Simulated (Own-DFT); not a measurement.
Simulation results for Si$_{3}$N$_{4}$ (beta silicon nitride, strained, atoms displaced)

All values are calculated (Own-DFT development build). A calculation, not a measurement: plane-wave PBE density functional theory by an unreviewed code, no spin, of a simulated periodic cell, stress positive in tension, free energy of the whole cell less one offset for each atom, forces on such cells passed a denser k mesh, this cell's mesh not checked; offsets are fitted by least squares, one for each functional and potential file, so energies compare only between cells with the same atoms and settings and are not formation energies; the far tail of each file's local potential was reset to the Coulomb form; each entry is a single point on an unrelaxed cell, so the pressure reflects the starting lattice, mostly measured values (interpolated for alloys), from which strain is counted, and rises with the displacements; printed positions are rounded, which can move forces by about a meV/angstrom; the program, named Own-DFT, is a retired in-house code; no spin-orbit coupling; before rounding, a Quantum ESPRESSO 7.3.1 run of the same cell and cutoff gave forces within 1 meV/angstrom rms on each cell, which checks the program and not the settings.

Common to all runs: functional PBE; potential files PseudoDojo norm-conserving, scalar-relativistic, standard set; wave cutoff 42 hartree; occupations Fermi-Dirac; smearing width 0.1 eV; k mesh 3 x 3 x 3 centred on Gamma.

(1) 
```xyz
42
Lattice="7.4697 -0.0379 0.1032 -3.7677 6.7307 0.0364 0.1184 0.1165 8.7489" Properties=species:S:1:pos:R:3:force_x:R:1:force_y:R:1:force_z:R:1 formula=Si3N4 free_energy_of_cell_above_offsets=-2.620 pressure=7.89 stress_xx=-12.83 stress_yy=-5.09 stress_zz=-5.74 stress_yz=3.03 stress_xz=3.16 stress_xy=-1.73
Si    -1.5623     5.2534     0.7918     -0.672     -1.638     -1.282
Si     0.1673     2.7294     0.7652     -0.572      1.141      1.711
Si     1.4140     5.5579     0.7487     -0.864     -1.321      2.645
Si     5.2554     1.4992     2.3362        1.1      5.183     -0.604
Si     3.5421     3.9761     2.2410     -0.761      0.283      0.602
Si     2.2897     1.1830     2.2737      3.511     -0.157     -1.601
N      2.3727     0.2635     0.7420     -0.883     -1.664      2.144
N      6.0462     1.9844     0.8483       0.42     -0.616     -0.763
N      2.7095     4.3542     0.7371     -1.565      2.333      3.063
N      1.3306     6.6307     2.3637      0.454     -4.888     -2.372
N     -2.3667     4.6688     2.2449      0.638      1.534     -0.751
N      1.0780     2.2848     2.2804     -2.376      0.794      -1.69
N      0.0264     4.5074     0.7969     -0.269      0.214     -0.083
N      3.7295     2.3295     2.2529     -0.513     -3.563      0.591
Si    -1.5127     5.1975     3.6538     -0.399     -0.601      0.894
Si     0.2850     2.7604     3.7066     -0.144     -0.138      0.263
Si     1.4162     5.6789     3.7527     -1.043     -3.993     -0.106
Si     5.3233     1.6018     5.1932      1.461     -0.234      -0.27
Si     3.4854     4.0721     5.1788      2.566     -0.913      2.586
Si     2.4272     1.3458     5.1766     -2.647       -6.3     -0.052
N      2.3970     0.1895     3.6432     -0.156       1.05      1.669
N      6.2169     2.0349     3.7618     -2.571      -1.35     -0.206
N      2.7725     4.4762     3.7593     -1.679      1.804     -2.345
N      1.4807     6.5502     5.1765     -0.312      1.752      1.938
N     -2.2634     4.7867     5.1999     -4.349     -2.013     -4.969
N      1.0512     2.2590     5.1948     -0.812      0.956     -0.758
N     -0.0105     4.3906     3.6914      2.155      4.227      0.124
N      3.7244     2.2199     5.2037      4.237      4.739     -0.241
Si    -1.4899     5.2752     6.4758      0.864      1.106      6.462
Si     0.2740     2.8478     6.6141       0.53      1.139      0.284
Si     1.4071     5.6625     6.7055     -0.067     -0.904     -1.834
Si     5.4019     1.5435     8.0456     -0.597      3.621      2.155
Si     3.6499     3.9559     8.1449     -1.189     -0.563     -2.816
Si     2.4285     1.2448     8.0581      -2.27     -0.114     -0.524
N      2.4372     0.2830     6.6509      -0.39     -0.313     -1.848
N      6.2114     2.1017     6.6410      -1.81     -1.093     -0.397
N      2.7372     4.6042     6.6543      1.742     -1.418       0.75
N      1.4095     6.6329     8.1181       0.67     -1.075     -0.456
N     -2.3540     4.7389     8.0671      3.538      2.146     -0.319
N      1.0077     2.3361     8.0937      1.605     -1.045     -1.362
N      0.0801     4.5942     6.6094      -0.22     -0.536      0.028
N      3.7307     2.2170     8.0610      3.638      2.429      -0.26
```

Units: free_energy_of_cell_above_offsets in eV; pressure, stress_xx, stress_yy, stress_zz, stress_yz, stress_xz, stress_xy in GPa; force_x, force_y, force_z in eV/Å.

(2) 
```xyz
42
Lattice="7.5232 -0.0950 0.0945 -3.8438 6.6930 -0.0640 0.1084 -0.0223 8.6608" Properties=species:S:1:pos:R:3:force_x:R:1:force_y:R:1:force_z:R:1 formula=Si3N4 free_energy_of_cell_above_offsets=-3.507 pressure=10.15 stress_xx=-9.59 stress_yy=-7.06 stress_zz=-13.8 stress_yz=-4.04 stress_xz=3.17 stress_xy=-2.07
Si    -1.6198     5.1645     0.6496      0.218     -1.597      2.415
Si     0.1967     2.7287     0.7838     -0.554     -2.426     -2.585
Si     1.3332     5.5068     0.7257     -0.081     -1.482     -0.413
Si     5.3579     1.4908     2.3236      -1.97     -0.721     -4.801
Si     3.4808     3.9039     2.2670      3.666     -2.349     -4.527
Si     2.3617     1.1055     2.1705      1.144      1.138      2.418
N      2.3713     0.1826     0.7889      0.243     -0.929     -1.163
N      6.1549     1.8960     0.8218     -0.355     -0.454      0.126
N      2.7694     4.3834     0.7544     -3.882      2.541      3.686
N      1.3203     6.4518     2.1756      0.218     -1.472     -0.139
N     -2.4211     4.6623     2.1462      -0.31      0.617      0.671
N      0.9636     2.1933     2.1802      2.633     -1.428      -0.13
N     -0.0562     4.3400     0.7720      0.747      4.905     -0.351
N      3.7772     2.1427     2.2536     -1.786      0.845     -0.132
Si    -1.5467     5.0751     3.6012     -3.776      2.439     -1.158
Si     0.2509     2.7387     3.5661     -1.012      -2.42      2.317
Si     1.3298     5.3830     3.5401     -0.951      1.765      1.019
Si     5.3639     1.4299     5.1235      0.882      1.039      0.004
Si     3.5315     3.9109     5.0122      1.315     -0.898      3.031
Si     2.4865     1.1162     5.0269     -0.764      1.026      2.666
N      2.5078     0.1496     3.6913     -0.896     -1.127     -2.878
N      6.1684     1.9143     3.6127      2.397      0.933      5.165
N      2.7049     4.3369     3.6012      -2.29       1.64       2.18
N      1.4342     6.4037     4.9816     -0.155     -1.148      0.675
N     -2.3880     4.7373     5.0609     -2.134     -1.537     -2.878
N      1.1009     2.2705     5.0542      0.062     -0.892     -1.572
N     -0.1239     4.3449     3.5837       5.15      1.375      0.321
N      3.8149     2.2079     5.0937      0.468     -0.551     -0.136
Si    -1.5590     5.0817     6.4096      0.831      0.899      4.771
Si     0.2354     2.7165     6.4476       2.82     -0.351      2.711
Si     1.3825     5.4263     6.4642      2.078      0.848     -0.193
Si     5.4314     1.4329     8.0171     -0.908      1.313      1.747
Si     3.4832     3.8642     8.0239      3.586      -0.17     -3.155
Si     2.4949     1.1024     8.0105     -0.004      0.655     -2.199
N      2.5242     0.1156     6.4811     -0.285      1.156      0.996
N      6.2713     1.8993     6.6416     -1.731     -0.721     -3.003
N      2.7979     4.3478     6.5159     -1.437      1.427     -0.411
N      1.4560     6.4025     7.8864     -0.273     -0.142      1.168
N     -2.3805     4.6496     8.0117     -0.382      0.093     -4.178
N      1.1352     2.1616     8.0036     -1.011      0.535     -1.254
N      0.0754     4.4196     6.5686     -2.347     -0.696     -0.972
N      3.8290     2.2328     7.9779      0.836      -3.68      0.142
```

Units: free_energy_of_cell_above_offsets in eV; pressure, stress_xx, stress_yy, stress_zz, stress_yz, stress_xz, stress_xy in GPa; force_x, force_y, force_z in eV/Å.

(3) 
```xyz
42
Lattice="7.5236 -0.1034 -0.0144 -3.8514 6.7501 -0.1114 -0.0166 -0.1571 8.7943" Properties=species:S:1:pos:R:3:force_x:R:1:force_y:R:1:force_z:R:1 formula=Si3N4 free_energy_of_cell_above_offsets=-2.714 pressure=4.42 stress_xx=-6.5 stress_yy=-0.28 stress_zz=-6.48 stress_yz=-5.71 stress_xz=0.95 stress_xy=-4.86
Si    -1.6289     5.1500     0.6528       0.66     -1.076      -1.43
Si     0.3190     2.7123     0.6775     -4.391      1.452      2.278
Si     1.2669     5.5139     0.6574     -0.912     -0.332      0.687
Si     5.3354     1.4334     2.1784     -1.134     -1.814     -2.941
Si     3.5797     3.8986     2.1011     -2.197     -0.485       0.32
Si     2.3789     1.0355     2.2510      0.087      1.886     -2.218
N      2.4583     0.0675     0.7267     -0.912      3.312     -0.585
N      6.1088     1.9643     0.7545      1.322     -0.226     -2.298
N      2.5986     4.4894     0.6579      3.485     -2.331      0.073
N      1.3020     6.4238     2.0612      0.125      1.507       2.71
N     -2.3963     4.7716     2.1033     -2.257     -1.216     -0.285
N      0.8756     2.1524     2.2107      3.833     -2.234     -2.081
N     -0.0828     4.4485     0.6518      1.327     -1.086     -0.242
N      3.7842     2.1330     2.1424     -2.249      0.488       0.04
Si    -1.7957     5.1232     3.6354      5.347      0.324     -2.813
Si     0.1381     2.5606     3.6261      0.799      4.561      0.744
Si     1.2431     5.5025     3.6675      2.632     -2.506     -6.086
Si     5.3915     1.4010     5.1194     -2.424      0.566     -1.676
Si     3.4408     3.7674     5.1564      0.946      0.255     -4.688
Si     2.3998     1.0071     5.0792     -0.504      1.791      0.438
N      2.3423     0.0872     3.6586     -0.369     -0.291      0.435
N      6.0882     1.9242     3.5279      0.165     -0.533      5.082
N      2.6812     4.3335     3.5123     -0.031      0.854      2.667
N      1.3018     6.4019     4.9934      0.783      1.976      4.492
N     -2.4439     4.5552     4.9771     -1.963     -0.354      4.784
N      0.9941     2.1111     5.0521     -0.271     -0.671      1.441
N     -0.0175     4.4763     3.6483     -3.892      -3.08      0.211
N      3.7147     2.0936     5.0871      1.381      -1.24     -0.047
Si    -1.6203     5.0711     6.5133      -0.59     -0.227     -1.315
Si     0.1794     2.6113     6.5521      0.263     -1.285     -0.077
Si     1.2844     5.3418     6.4874      0.656       0.35      0.686
Si     5.2962     1.2346     8.0382      0.304      2.972      1.402
Si     3.4762     3.8248     8.0378      0.338     -1.391     -0.036
Si     2.3376     0.9839     8.0205      1.795      0.682      1.562
N      2.4029     0.1223     6.5484      -0.56     -2.939      0.149
N      6.0827     1.8913     6.5722      0.979     -1.157      0.713
N      2.7290     4.2705     6.5603     -2.675      1.993      0.257
N      1.3543     6.2865     8.0243      -0.25      0.032     -2.917
N     -2.4400     4.5388     7.9072     -0.291      0.996      1.753
N      0.9787     2.0710     8.0391      0.841     -1.026     -1.786
N     -0.0882     4.2636     6.5595      1.062      2.747     -0.348
N      3.7504     2.0838     7.9471     -1.255     -1.244      0.945
```

Units: free_energy_of_cell_above_offsets in eV; pressure, stress_xx, stress_yy, stress_zz, stress_yz, stress_xz, stress_xy in GPa; force_x, force_y, force_z in eV/Å.

(4) 
```xyz
42
Lattice="7.5161 -0.1463 -0.0475 -3.8847 6.7675 0.0958 -0.0545 0.0955 8.6647" Properties=species:S:1:pos:R:3:force_x:R:1:force_y:R:1:force_z:R:1 formula=Si3N4 free_energy_of_cell_above_offsets=-2.333 pressure=9.55 stress_xx=-8.25 stress_yy=-4.92 stress_zz=-15.49 stress_yz=1.03 stress_xz=-3.36 stress_xy=-5.54
Si    -1.7201     5.2544     0.7960      2.329     -0.949     -0.968
Si     0.1435     2.7763     0.8254      1.697      1.995     -5.333
Si     1.3184     5.5624     0.7261     -1.497      -3.67      2.214
Si     5.2956     1.4125     2.1620         -1      1.029     -2.215
Si     3.4319     3.8418     2.1913      0.024       6.22      -0.61
Si     2.3520     1.1516     2.1170     -0.827      2.433      2.097
N      2.2268     0.2583     0.7561      1.115      -3.07     -2.398
N      6.1732     2.0054     0.6850     -4.942     -3.152      0.774
N      2.5987     4.4557     0.7702      2.494     -0.987      -0.69
N      1.2125     6.4316     2.1636      0.343       2.68      1.657
N     -2.4653     4.8035     2.2062     -1.611       -0.9        1.6
N      0.9755     2.2786     2.0710      2.007     -1.746      6.896
N     -0.0526     4.4599     0.8024     -1.296      2.481     -0.307
N      3.6798     2.2947     2.1656      1.543      -7.09     -0.181
Si    -1.6535     5.2647     3.6756     -1.153     -2.288      0.499
Si     0.1027     2.7865     3.6529      0.817     -0.379     -0.914
Si     1.2922     5.5133     3.6676     -0.148      0.344      0.475
Si     5.3121     1.4269     5.0757     -2.024     -0.901     -3.129
Si     3.4478     3.9122     5.0265     -1.012       0.26      2.011
Si     2.3039     1.0835     5.0237      1.251      4.218       1.21
N      2.3207     0.1986     3.6217     -0.029      0.404     -1.899
N      6.0364     1.9183     3.5519      1.969      0.086      1.659
N      2.6986     4.5369     3.6028     -0.405     -0.812      0.186
N      1.2710     6.4606     5.1515      0.026      0.586     -0.729
N     -2.5507     4.7609     5.1378       2.74      1.983      -0.19
N      0.8979     2.2712     5.1698      3.245     -2.743     -5.931
N     -0.0891     4.4928     3.7225     -0.339      0.218     -0.453
N      3.8000     2.2355     5.0291     -3.757     -1.716      -0.16
Si    -1.6471     5.2709     6.5900      -0.17     -1.673     -2.159
Si     0.1638     2.6911     6.4998     -2.822      2.629      5.189
Si     1.1718     5.5153     6.6478      2.456      -0.54     -3.579
Si     5.2678     1.5492     7.9453     -0.073     -0.143     -0.497
Si     3.3841     3.9926     7.9615       0.39      0.389      0.587
Si     2.4066     1.1670     7.9064     -3.134      2.522      1.347
N      2.3876     0.2393     6.4890     -0.066     -1.257      0.001
N      6.0026     1.9031     6.4360      3.439      1.465      3.275
N      2.5625     4.4640     6.5563      0.889     -0.327     -1.347
N      1.2178     6.4650     7.9874     -0.003      5.229       0.02
N     -2.4759     4.8200     7.9571     -1.763     -0.147      2.186
N      0.9114     2.2550     8.0002      0.687     -0.566     -0.828
N     -0.0905     4.4900     6.4755     -2.482      -1.35      0.684
N      3.6768     2.2793     7.9853      1.093     -0.768      -0.05
```

Units: free_energy_of_cell_above_offsets in eV; pressure, stress_xx, stress_yy, stress_zz, stress_yz, stress_xz, stress_xy in GPa; force_x, force_y, force_z in eV/Å.
